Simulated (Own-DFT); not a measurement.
# What a defect does to the pressure of its cell: C40 NbSi2

No measurement is shown. These are fixed-geometry runs of a retired plane-wave code named Own-DFT, which no person has reviewed; spin and spin-orbit coupling are neglected.

Settings: PBEsol; PseudoDojo norm-conserving scalar-relativistic files, made for PBE; cutoff 42 hartree; 4 x 4 x 5 k mesh centred on Gamma; cold (Marzari-Vanderbilt) smearing of 0.2 eV.

Keep in mind: forces on such cells failed a check on a denser k mesh; stress not checked against mesh or cutoff.

All runs share one cell, with vectors in Å (0.000, 8.324, 0.000); (-9.613, 0.000, 0.000); (0.000, 0.000, 6.586) and a volume of 527.0 Å³. Atoms were moved at random from their sites; u is the rms move along one axis. The defect's site can differ from row to row.

```
                    cell   formula   u (Å)  P (GPa)
               no defect  Nb12Si24  0.0189    -2.22
               no defect  Nb12Si24  0.0231    -2.09
               no defect  Nb12Si24  0.0565    -0.37
two Nb on a Si site each  Nb14Si22  0.0272     3.29
two Nb on a Si site each  Nb14Si22  0.0317     3.48
two Nb on a Si site each  Nb14Si22  0.0450     4.31
        two Nb vacancies  Nb10Si24  0.0288    -3.29
        two Nb vacancies  Nb10Si24  0.0541    -1.71
        two Nb vacancies  Nb10Si24  0.0547    -2.46
two Si on a Nb site each  Nb10Si26  0.0275        ?
two Si on a Nb site each  Nb10Si26  0.0346    -1.67
two Si on a Nb site each  Nb10Si26  0.0442    -1.30
two Si on a Nb site each  Nb10Si26  0.0475    -0.80
          one Si vacancy  Nb12Si23  0.0293    -2.48
          one Si vacancy  Nb12Si23  0.0459    -2.09
          one Si vacancy  Nb12Si23  0.0564    -1.41
```

## Fit

P = P0 + c u² + a shift for each defect gives P0 = -2.38 GPa, c = 600 ± 67 GPa/Å² and a scatter of 0.24 GPa. The shifts, and each times the cell's volume:

- two Nb on a Si site each: 5.32 ± 0.19 GPa, 17.5 eV (8.7 eV for each of its 2 sites)
- two Si on a Nb site each: 0.04 ± 0.20 GPa, 0.1 eV (0.1 eV for each of its 2 sites) (not resolved)
- one Si vacancy: -0.84 ± 0.20 GPa, -2.8 eV
- two Nb vacancies: -1.46 ± 0.20 GPa, -4.8 eV (-2.4 eV for each of its 2 sites)

Against the defect-free cell, a freed cell would be larger where the shift is positive and smaller where it is negative (160.2 GPa Å³ is 1 eV). The atoms around the defects weren't relaxed, which would change these numbers.

## Test on the hidden row

The question: what pressure belongs in the blank (two Si on a Nb site each, u = 0.0275 Å)?

The fit gives -1.88 ± 0.28 GPa. The calculation gave -1.77 GPa.
